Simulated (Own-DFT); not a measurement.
# Computed records: Al₃GaN₄ (wurtzite random alloy, strained, atoms displaced)

All values are calculated (Own-DFT development build). A calculation, not a measurement: plane-wave PBE density functional theory by an unreviewed code, no spin, of a simulated periodic cell, stress positive in tension, free energy of the whole cell less one offset for each atom, forces on such cells passed a denser k mesh, this cell's mesh not checked; offsets are fitted by least squares, one for each functional and potential file, so energies compare only between cells with the same atoms and settings and are not formation energies; the far tail of each file's local potential was reset to the Coulomb form; each entry is a single point on an unrelaxed cell, so the pressure reflects the starting lattice, mostly measured values, from which strain is counted, and rises with the displacements; printed positions are rounded, which can move forces by about a meV/angstrom; the program is a retired in-house code; no spin-orbit coupling.

Settings shared by all entries: functional PBE; potential files PseudoDojo norm-conserving, scalar-relativistic, standard set; wave cutoff 42 hartree; occupations Fermi-Dirac; smearing width 0.1 eV; k mesh 4 x 4 x 3 centred on Gamma.

```yaml
- entry: 1
  formula: Al3GaN4
  kind: "wurtzite random alloy, strained, atoms displaced"
  structure:
    cell_angstrom: [[9.5816, 0.0, 0.0], [-4.7908, 8.2979, 0.0], [0.0, 0.0, 10.0655]]
    atoms_fractional:
      - [Al, 0.10828, 0.21795, 0.99698]
      - [Al, 0.21532, 0.09894, 0.25503]
      - ["N", 0.10388, 0.21569, 0.19166]
      - ["N", 0.22151, 0.1075, 0.44598]
      - [Al, 0.11209, 0.21561, 0.50301]
      - [Al, 0.22037, 0.11679, 0.74232]
      - ["N", 0.10405, 0.22647, 0.68201]
      - ["N", 0.2212, 0.10451, 0.94646]
      - [Al, 0.10773, 0.54448, 0.00184]
      - [Al, 0.22473, 0.44629, 0.24857]
      - ["N", 0.10508, 0.54939, 0.18582]
      - ["N", 0.22199, 0.43947, 0.44491]
      - [Al, 0.1057, 0.5505, 0.50347]
      - [Al, 0.22444, 0.44344, 0.75248]
      - ["N", 0.11328, 0.56119, 0.69083]
      - ["N", 0.21979, 0.4477, 0.94063]
      - [Al, 0.11651, 0.87966, 0.99928]
      - [Al, 0.2247, 0.77796, 0.2396]
      - ["N", 0.10607, 0.88707, 0.19009]
      - ["N", 0.22241, 0.78097, 0.4481]
      - [Al, 0.11985, 0.88432, 0.49784]
      - [Al, 0.21853, 0.7781, 0.75485]
      - ["N", 0.11367, 0.89959, 0.69523]
      - ["N", 0.21784, 0.77329, 0.93645]
      - [Al, 0.45502, 0.21733, 0.99683]
      - [Ga, 0.56838, 0.11616, 0.26076]
      - ["N", 0.45632, 0.2195, 0.19403]
      - ["N", 0.55638, 0.10294, 0.44528]
      - [Al, 0.4443, 0.22042, 0.50757]
      - [Ga, 0.54987, 0.1127, 0.74498]
      - ["N", 0.4482, 0.23229, 0.68529]
      - ["N", 0.54473, 0.11018, 0.93104]
      - [Al, 0.44708, 0.5602, 0.99592]
      - [Al, 0.54772, 0.43905, 0.24786]
      - ["N", 0.45058, 0.5633, 0.19275]
      - ["N", 0.55399, 0.43544, 0.44366]
      - [Al, 0.44493, 0.55378, 0.49428]
      - [Ga, 0.56048, 0.44293, 0.74683]
      - ["N", 0.4504, 0.5602, 0.68097]
      - ["N", 0.54888, 0.43692, 0.94181]
      - [Al, 0.44485, 0.88632, 0.9995]
      - [Ga, 0.55677, 0.77568, 0.25134]
      - ["N", 0.45219, 0.89565, 0.1878]
      - ["N", 0.56285, 0.78332, 0.43502]
      - [Al, 0.44573, 0.89491, 0.49433]
      - [Al, 0.56117, 0.77027, 0.75032]
      - ["N", 0.4407, 0.88448, 0.68711]
      - ["N", 0.54692, 0.77914, 0.93978]
      - [Ga, 0.77912, 0.22431, 0.01077]
      - [Ga, 0.89787, 0.11629, 0.23907]
      - ["N", 0.77681, 0.21237, 0.18979]
      - ["N", 0.88892, 0.11044, 0.44635]
      - [Al, 0.78227, 0.22654, 0.49631]
      - [Al, 0.8905, 0.10662, 0.74715]
      - ["N", 0.78559, 0.23006, 0.6873]
      - ["N", 0.89638, 0.10815, 0.94547]
      - [Al, 0.786, 0.56505, 0.99419]
      - [Al, 0.88907, 0.44446, 0.25553]
      - ["N", 0.77383, 0.55232, 0.19742]
      - ["N", 0.8919, 0.44074, 0.44443]
      - [Ga, 0.7711, 0.54681, 0.50654]
      - [Al, 0.88955, 0.45111, 0.76028]
      - ["N", 0.78803, 0.56127, 0.69117]
      - ["N", 0.88133, 0.44092, 0.94471]
      - [Ga, 0.78103, 0.88295, 0.99944]
      - [Al, 0.89242, 0.7768, 0.25522]
      - ["N", 0.77097, 0.88146, 0.1886]
      - ["N", 0.88937, 0.76693, 0.43531]
      - [Ga, 0.78473, 0.88986, 0.49087]
      - [Al, 0.88878, 0.78779, 0.74935]
      - ["N", 0.78121, 0.88892, 0.68311]
      - ["N", 0.88918, 0.77381, 0.93793]
  results:
    "free_energy_of_cell_above_offsets [eV]": "-17.494"
    "pressure [GPa]": -1.37
    "stress_xx [GPa]": 4.58
    "stress_yy [GPa]": 3.73
    "stress_zz [GPa]": -4.21
    "stress_yz [GPa]": -0.15
    "stress_xz [GPa]": 0.77
    "stress_xy [GPa]": 0.46
    force_element: [Al, Al, "N", "N", Al, Al, "N", "N", Al, Al, "N", "N", Al, Al, "N", "N", Al, Al, "N", "N", Al, Al, "N", "N", Al, Ga, "N", "N", Al, Ga, "N", "N", Al, Al, "N", "N", Al, Ga, "N", "N", Al, Ga, "N", "N", Al, Al, "N", "N", Ga, Ga, "N", "N", Al, Al, "N", "N", Al, Al, "N", "N", Ga, Al, "N", "N", Ga, Al, "N", "N", Ga, Al, "N", "N"]
    "force_x [eV/angstrom]": [1.598, 0.631, 3.519, 0.39, -0.937, 0.312, 1.494, 0.006, -1.014, -0.05, 0.571, -0.279, 1.03, -0.61, -0.095, 1.142, -1.599, -0.014, 0.98, 1.465, -2.328, 0.625, 0.175, 0.881, -2.866, -1.148, -2.251, -0.399, 0.184, 1.62, -1.157, 2.309, 0.055, 1.223, -0.698, -1.273, 0.097, -0.491, -0.569, 0.42, -0.893, -0.367, -1.305, -1.284, 0.824, -1.529, 0.24, 1.455, -0.472, -1.514, -0.016, 0.485, 0.391, -1.374, -0.041, -1.056, -1.094, -0.573, 0.505, -0.041, 0.575, 1.081, -0.235, 0.834, -0.947, -1.023, 2.029, 0.755, -0.137, 1.381, -0.51, 0.906]
    "force_y [eV/angstrom]": [0.185, 1.515, 2.179, -0.201, 0.61, 0.038, -0.071, 0.719, 1.102, -0.524, 0.509, 0.386, 0.66, 0.822, -0.637, -1.005, 1.455, 0.074, -0.55, -1.414, 0.459, 0.391, -1.043, -0.739, 0.672, -0.928, 0.186, 2.209, -0.197, -0.58, -1.711, -1.305, -0.739, 0.254, -2.786, 0.027, 0.453, 1.335, -0.636, 1.297, 1.01, 1.102, -1.116, -1.157, -2.147, 1.345, -0.299, -0.859, -1.096, -2.519, 2.356, 1.269, -1.186, 0.792, -0.129, 0.273, -1.992, 0.021, 0.201, 0.022, 0.583, -1.012, 0.556, 1.182, 0.35, -0.896, 0.561, 1.168, -0.491, -0.67, -0.065, 0.369]
    "force_z [eV/angstrom]": [0.575, -0.77, -0.903, -0.373, -1.607, 1.298, 2.369, -0.944, -0.907, 0.488, 1.118, -0.954, 0.106, -1.342, 0.967, 0.084, -0.221, 1.2, -0.07, -2.102, 1.111, -1.853, -0.711, 1.831, 1.369, -1.098, -0.622, 1.102, -2.356, -0.772, 0.78, 1.647, 0.593, 0.319, -1.104, -0.808, -0.081, 0.53, 1.306, 0.48, -0.497, -0.613, -0.211, 1.853, 1.377, -0.971, 0.195, -0.664, -3.102, 2.235, 1.936, -1.054, 1.344, 0.022, 0.67, -1.513, 1.744, -0.611, -1.078, -1.076, -1.414, -1.793, 1.754, 0.082, 0.26, -1.416, 0.563, 1.261, 0.121, -0.533, 1.877, -0.422]
- entry: 2
  formula: Al3GaN4
  kind: "wurtzite random alloy, strained, atoms displaced"
  structure:
    cell_angstrom: [[9.5816, 0.0, 0.0], [-4.7908, 8.2979, 0.0], [0.0, 0.0, 10.0655]]
    atoms_fractional:
      - [Al, 0.1124, 0.21139, 0.99616]
      - [Al, 0.23085, 0.11153, 0.24757]
      - ["N", 0.11278, 0.22437, 0.1902]
      - ["N", 0.22397, 0.10507, 0.43475]
      - [Al, 0.11468, 0.22429, 0.4972]
      - [Al, 0.22675, 0.10929, 0.75119]
      - ["N", 0.10252, 0.22338, 0.69242]
      - ["N", 0.21934, 0.10459, 0.94957]
      - [Al, 0.11114, 0.55738, 0.00334]
      - [Al, 0.22251, 0.43988, 0.251]
      - ["N", 0.11032, 0.55337, 0.17852]
      - ["N", 0.23062, 0.44371, 0.42949]
      - [Al, 0.10665, 0.56196, 0.49887]
      - [Al, 0.22093, 0.43752, 0.74664]
      - ["N", 0.11219, 0.55573, 0.69165]
      - ["N", 0.22072, 0.44009, 0.94688]
      - [Ga, 0.09912, 0.88868, 0.98249]
      - [Ga, 0.23128, 0.79026, 0.25103]
      - ["N", 0.11933, 0.89206, 0.19041]
      - ["N", 0.22911, 0.7722, 0.42908]
      - [Ga, 0.11035, 0.88951, 0.49863]
      - [Al, 0.21181, 0.78439, 0.75202]
      - ["N", 0.10432, 0.88695, 0.69936]
      - ["N", 0.21997, 0.7707, 0.93995]
      - [Al, 0.45291, 0.23228, 0.99997]
      - [Ga, 0.54886, 0.1128, 0.2541]
      - ["N", 0.44233, 0.2185, 0.19697]
      - ["N", 0.54349, 0.1015, 0.44035]
      - [Al, 0.45029, 0.21943, 0.50243]
      - [Ga, 0.55446, 0.11131, 0.75606]
      - ["N", 0.44692, 0.22983, 0.68712]
      - ["N", 0.56024, 0.1129, 0.9483]
      - [Al, 0.45503, 0.55835, 0.99562]
      - [Al, 0.54925, 0.43936, 0.23861]
      - ["N", 0.43468, 0.54961, 0.18812]
      - ["N", 0.5606, 0.44277, 0.43812]
      - [Al, 0.44612, 0.5561, 0.49701]
      - [Al, 0.56809, 0.44879, 0.75873]
      - ["N", 0.44325, 0.55885, 0.69386]
      - ["N", 0.56515, 0.44391, 0.93617]
      - [Ga, 0.44281, 0.87844, 0.00138]
      - [Al, 0.55697, 0.7762, 0.25598]
      - ["N", 0.44956, 0.88244, 0.19972]
      - ["N", 0.55809, 0.78214, 0.44004]
      - [Al, 0.4442, 0.8828, 0.50556]
      - [Al, 0.55669, 0.77641, 0.74271]
      - ["N", 0.43952, 0.88638, 0.6896]
      - ["N", 0.56039, 0.7761, 0.94298]
      - [Al, 0.76827, 0.22356, 0.00088]
      - [Ga, 0.89692, 0.11259, 0.25288]
      - ["N", 0.77545, 0.21621, 0.18902]
      - ["N", 0.88901, 0.11592, 0.44252]
      - [Al, 0.78055, 0.22063, 0.49725]
      - [Al, 0.90025, 0.11361, 0.75091]
      - ["N", 0.79028, 0.22882, 0.69501]
      - ["N", 0.89343, 0.12001, 0.94073]
      - [Al, 0.78404, 0.55127, 0.99137]
      - [Al, 0.88367, 0.43378, 0.24804]
      - ["N", 0.76847, 0.55745, 0.18873]
      - ["N", 0.89581, 0.45257, 0.4462]
      - [Al, 0.78128, 0.57153, 0.49763]
      - [Al, 0.89274, 0.44591, 0.75306]
      - ["N", 0.78002, 0.55104, 0.697]
      - ["N", 0.89116, 0.44709, 0.93001]
      - [Al, 0.77834, 0.88473, 0.00344]
      - [Ga, 0.88473, 0.77832, 0.24485]
      - ["N", 0.77516, 0.8881, 0.19107]
      - ["N", 0.89173, 0.77368, 0.4478]
      - [Al, 0.76842, 0.88927, 0.49711]
      - [Ga, 0.88836, 0.77633, 0.74454]
      - ["N", 0.7741, 0.88028, 0.68739]
      - ["N", 0.8907, 0.7811, 0.94117]
  results:
    "free_energy_of_cell_above_offsets [eV]": "-16.926"
    "pressure [GPa]": -1.17
    "stress_xx [GPa]": 3.13
    "stress_yy [GPa]": 3.62
    "stress_zz [GPa]": -3.25
    "stress_yz [GPa]": 0.4
    "stress_xz [GPa]": -0.13
    "stress_xy [GPa]": -1.41
    force_element: [Al, Al, "N", "N", Al, Al, "N", "N", Al, Al, "N", "N", Al, Al, "N", "N", Ga, Ga, "N", "N", Ga, Al, "N", "N", Al, Ga, "N", "N", Al, Ga, "N", "N", Al, Al, "N", "N", Al, Al, "N", "N", Ga, Al, "N", "N", Al, Al, "N", "N", Al, Ga, "N", "N", Al, Al, "N", "N", Al, Al, "N", "N", Al, Al, "N", "N", Al, Ga, "N", "N", Al, Ga, "N", "N"]
    "force_x [eV/angstrom]": [-1.781, -1.938, 1.527, -0.337, 0.16, -0.833, 3.105, 1.424, 0.682, -1.055, -0.487, -0.863, 1.639, -0.641, -0.08, 0.987, 3.367, -0.243, -1.604, -0.387, 1.093, 2.73, 1.301, -0.566, -0.225, 1.918, -0.568, 1.561, -0.912, 1.001, -0.471, -1.787, -1.798, -0.121, 1.669, -0.569, 0.445, -1.342, 0.901, -0.72, -0.399, -0.165, 0.234, -0.036, -0.879, -0.596, -0.067, 0.798, 2.813, -0.626, -0.569, 0.764, -1.168, -2.621, -0.548, 0.044, -0.256, 0.253, 1.29, -1.225, 0.588, 0.63, -0.293, -0.033, -0.635, 1.625, -0.532, -1.938, 1.879, -1.218, -0.85, -2.445]
    "force_y [eV/angstrom]": [2.07, -0.644, -0.603, 1.584, -0.032, 0.927, -0.252, 2.567, -0.98, 0.595, -0.726, -0.027, -0.495, 1.547, 0.647, 0.025, -0.721, -1.952, 0.63, 0.242, -0.259, -1.99, 1.834, 0.629, -1.975, -1.199, 1.53, 0.545, 0.746, 0.257, -0.444, -0.115, -0.729, 0.949, 0.781, 0.374, -0.63, -0.192, -0.871, 0.121, 0.531, -0.615, 0.853, -0.93, 0.45, 0.161, -0.233, -0.188, 0.423, -0.101, 0.974, -0.872, 1.018, -0.978, -1.021, -1.549, 1.125, 1.776, -1.567, -1.225, -3.844, -0.259, 0.128, -0.416, 1.317, 0.042, -0.152, 2.132, 0.483, -0.798, 1.608, -2.04]
    "force_z [eV/angstrom]": [0.98, -0.139, -0.217, 1.175, -0.16, -0.034, -1.213, -2.199, -2.001, -2.179, 3.17, 2.674, 0.227, 1.335, -0.448, -1.281, 3.062, -2.225, -0.593, 4.13, -0.214, 0.072, -0.906, -0.687, 0.522, -0.612, -2.21, 1.846, -0.915, -0.917, 1.309, -0.112, 0.392, 1.783, -0.06, 0.032, 0.17, -2.911, -0.61, 1.836, 0.625, -1.288, -1.161, 0.718, -1.235, 1.254, 0.67, -1.143, -0.299, -0.935, 0.174, 0.83, 1.088, 0.572, -0.92, 0.26, 1.11, 0.223, -1.062, -1.276, 0.832, -2.088, -1.12, 2.809, -0.72, 0.601, 0.056, -1.001, 0.479, 0.653, -0.295, -0.286]
- entry: 3
  formula: Al3GaN4
  kind: "wurtzite random alloy, strained, atoms displaced"
  structure:
    cell_angstrom: [[9.5816, 0.0, 0.0], [-4.7908, 8.2979, 0.0], [0.0, 0.0, 10.0655]]
    atoms_fractional:
      - [Al, 0.10638, 0.21554, 0.99986]
      - [Al, 0.22147, 0.11523, 0.2562]
      - ["N", 0.12551, 0.2346, 0.19396]
      - ["N", 0.22638, 0.11969, 0.43793]
      - [Al, 0.11105, 0.21809, 0.49397]
      - [Al, 0.20522, 0.09701, 0.75965]
      - ["N", 0.10787, 0.22807, 0.69001]
      - ["N", 0.22264, 0.11068, 0.94033]
      - [Al, 0.12335, 0.56405, 0.00269]
      - [Ga, 0.23177, 0.4427, 0.24898]
      - ["N", 0.09709, 0.54132, 0.19587]
      - ["N", 0.22985, 0.45612, 0.44701]
      - [Ga, 0.11775, 0.55709, 0.49971]
      - [Al, 0.21903, 0.43117, 0.7547]
      - ["N", 0.11623, 0.55903, 0.68492]
      - ["N", 0.21497, 0.44535, 0.94366]
      - [Al, 0.10572, 0.88777, 0.99816]
      - [Al, 0.23383, 0.78934, 0.24275]
      - ["N", 0.11648, 0.89047, 0.18929]
      - ["N", 0.22024, 0.76166, 0.43644]
      - [Al, 0.11305, 0.88774, 0.49757]
      - [Ga, 0.22285, 0.77498, 0.7534]
      - ["N", 0.11415, 0.88348, 0.68776]
      - ["N", 0.2227, 0.77841, 0.93488]
      - [Al, 0.4331, 0.223, 0.01155]
      - [Ga, 0.55606, 0.12002, 0.25187]
      - ["N", 0.44425, 0.22773, 0.1975]
      - ["N", 0.5649, 0.11881, 0.43918]
      - [Al, 0.43827, 0.2222, 0.49836]
      - [Ga, 0.55753, 0.12307, 0.75325]
      - ["N", 0.44681, 0.22756, 0.6932]
      - ["N", 0.55849, 0.10411, 0.94647]
      - [Al, 0.44202, 0.56265, 0.99814]
      - [Ga, 0.55407, 0.44203, 0.25204]
      - ["N", 0.44095, 0.5468, 0.18237]
      - ["N", 0.54348, 0.44828, 0.4421]
      - [Ga, 0.44548, 0.55665, 0.50017]
      - [Al, 0.55826, 0.44036, 0.75571]
      - ["N", 0.45018, 0.55853, 0.68858]
      - ["N", 0.5612, 0.45051, 0.93779]
      - [Al, 0.45087, 0.8955, 0.99516]
      - [Al, 0.56442, 0.78554, 0.24958]
      - ["N", 0.44184, 0.8905, 0.19481]
      - ["N", 0.55421, 0.77923, 0.44089]
      - [Ga, 0.45356, 0.89518, 0.49266]
      - [Al, 0.55802, 0.78038, 0.75109]
      - ["N", 0.45457, 0.8875, 0.68975]
      - ["N", 0.54938, 0.77151, 0.9312]
      - [Al, 0.77985, 0.22104, 0.00232]
      - [Al, 0.88341, 0.11905, 0.25995]
      - ["N", 0.77597, 0.2185, 0.19276]
      - ["N", 0.89592, 0.11308, 0.44328]
      - [Al, 0.7669, 0.2181, 0.50273]
      - [Al, 0.88793, 0.11064, 0.75322]
      - ["N", 0.76874, 0.2218, 0.68798]
      - ["N", 0.88981, 0.11112, 0.93783]
      - [Al, 0.78101, 0.55121, 0.99123]
      - [Ga, 0.87761, 0.43483, 0.25091]
      - ["N", 0.77549, 0.55572, 0.19627]
      - ["N", 0.88799, 0.43904, 0.447]
      - [Al, 0.77924, 0.55639, 0.5115]
      - [Al, 0.89464, 0.442, 0.75834]
      - ["N", 0.78229, 0.55187, 0.69115]
      - ["N", 0.88484, 0.43863, 0.93126]
      - [Al, 0.7685, 0.88374, 0.0017]
      - [Al, 0.89204, 0.78125, 0.25317]
      - ["N", 0.76632, 0.88931, 0.18919]
      - ["N", 0.88833, 0.77503, 0.44162]
      - [Al, 0.77188, 0.87079, 0.50158]
      - [Al, 0.89831, 0.78144, 0.74914]
      - ["N", 0.78118, 0.89384, 0.69789]
      - ["N", 0.89652, 0.78134, 0.93456]
  results:
    "free_energy_of_cell_above_offsets [eV]": "-15.940"
    "pressure [GPa]": -0.55
    "stress_xx [GPa]": 3.23
    "stress_yy [GPa]": 3.67
    "stress_zz [GPa]": -5.24
    "stress_yz [GPa]": -0.21
    "stress_xz [GPa]": 0.12
    "stress_xy [GPa]": -0.36
    force_element: [Al, Al, "N", "N", Al, Al, "N", "N", Al, Ga, "N", "N", Ga, Al, "N", "N", Al, Al, "N", "N", Al, Ga, "N", "N", Al, Ga, "N", "N", Al, Ga, "N", "N", Al, Ga, "N", "N", Ga, Al, "N", "N", Al, Al, "N", "N", Ga, Al, "N", "N", Al, Al, "N", "N", Al, Al, "N", "N", Al, Ga, "N", "N", Al, Al, "N", "N", Al, Al, "N", "N", Al, Al, "N", "N"]
    "force_x [eV/angstrom]": [-0.226, 0.177, -1.121, 0.172, -0.65, 1.041, 0.815, -0.545, -1.569, -1.942, 1.316, 0.516, -1.204, -0.123, -0.058, 1.408, 1.152, -1.354, -1.051, -1.24, 0.748, 1.423, -1.294, -0.034, 1.725, 0.384, -0.902, -2.245, 0.984, 0.21, -1.818, -1.024, 0.648, -0.142, 0.619, 3.573, -1.257, -0.634, 0.044, -0.659, -0.404, -2.116, 1.652, 2.044, -1.265, 0.295, -1.129, 0.135, -0.134, 1.603, 0.125, -1.155, 2.395, -0.788, 2.298, -0.111, -0.482, 0.473, 0.223, -1.412, 0.292, 0.009, -0.4, 0.553, 0.672, -0.143, 2.547, 0.399, -0.718, -1.066, 0.771, -1.022]
    "force_y [eV/angstrom]": [1.204, -0.28, -3.952, -1.774, 1.875, 1.699, -2.347, -0.277, -1.06, 1.869, 2.392, -3.131, -1.443, 2.92, -1.692, -0.765, -0.042, -2.818, 0.649, 4.508, -0.481, -0.104, 1.318, 0.569, 0.607, -1.025, -1.62, -0.044, 1.006, -1.834, -0.725, 1.963, -1.367, 1.638, 2.676, -1.495, 0.799, 1.103, -0.551, -0.909, -1.536, -1.834, 0.09, 0.341, -0.797, -0.78, 0.743, 1.169, 0.099, -0.642, -0.444, -1.051, 1.397, 0.476, 0.577, -0.483, 0.537, 1.494, 1.086, -0.169, -1.096, 0.201, 0.725, 0.276, 0.279, -0.739, 1.07, 0.133, 2.157, -0.939, -0.91, -0.487]
    "force_z [eV/angstrom]": [0.616, -1.393, -1.062, 0.912, 1.117, -2.348, 0.105, 1.148, 0.515, 1.326, -1.741, -1.242, -0.036, -0.898, 2.703, -0.362, 0.403, 1.451, 0.257, -1.175, -0.246, -2.216, -0.19, 3.254, -1.485, -0.67, -0.953, 0.501, 0.95, 0.004, -0.641, 0.676, -0.614, 0.157, 0.108, 0.28, 0.896, -1.478, 2.262, 1.473, 0.557, 0.503, -1.506, -1.267, 1.327, -1.499, 0.171, 2.338, -0.471, -0.863, -1.168, 0.206, 0.424, -1.397, 0.759, 1.305, 0.991, 1.141, -1.733, 0.0, -2.005, -3.911, 1.588, 3.442, -1.133, -0.741, 0.015, 0.229, 0.621, -0.557, -0.961, 1.224]
```
